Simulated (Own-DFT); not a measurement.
# Biaxial strain at fixed height in wurtzite GaN, 72 atoms (Ga36N36)

Calculated, not measured: single-point runs of Own-DFT, a retired in-house plane-wave DFT program that no person has reviewed, on unrelaxed cells, without spin or spin-orbit coupling.

Method: PBE; PseudoDojo norm-conserving scalar-relativistic files (stringent for Ga); cutoff 96 hartree; 4 x 4 x 3 k mesh centred on Gamma; Gaussian smearing of 0.01 eV.

Caveats: forces not confirmed at this smearing and k mesh; stress not checked against mesh or cutoff.

Unstrained cell vectors in Å: (9.567, 0.000, 0.000); (-4.784, 8.285, 0.000); (0.000, 0.000, 10.370). The unstrained cell has measured lattice constants (interpolated for alloys), not those of this functional. That, the random moves and any unrelaxed bonds set the pressure at no strain. Each run strains x and y alike by e, as a substrate would, and holds the height along z. Each coordinate of each atom was shifted by a normal deviate of width 0.05 Å. Stress is positive in tension.

```
e (%)  u (Å)  (s_xx + s_yy)/2 (GPa)  s_zz (GPa)
-2.75  0.049                 -25.11      -10.28
-2.50  0.047                 -21.16      -12.71
-0.75  0.053                 -11.46       -8.65
-0.25  0.053                  -8.55       -6.77
 0.75  0.050                      ?           ?
 1.00  0.049                  -2.79       -3.60
 1.75  0.049                   1.59       -5.58
 2.25  0.048                   4.21       -4.62
 2.50  0.053                   3.71       -2.02
 3.00  0.050                   6.74       -4.56
```

## What the rows give

With e as a fraction, the in-plane stress is -7.3 + 538 e - 2579 e² GPa (errors 14 and 920, scatter 0.85), and s_zz is -7.2 + 145 e GPa (slope ± 25, scatter 1.53). At e = 0 the first slope is C11 + C12 and the second 2 C13, both with the ions held to the strained lattice and at the cell's own pressure. A free layer would change its height as e changes, and the in-plane slope would drop by 2 C13²/C33 to the biaxial modulus. At fixed height, a misfit of 1 % moves the in-plane stress by about 5.4 GPa and s_zz by 1.5 GPa.

## Test on the hidden row

Question: what are the two stresses at e = 0.75 %?

The fitted form gives -3.4 and -6.1 GPa. Computed: -2.75 and -7.23 GPa.
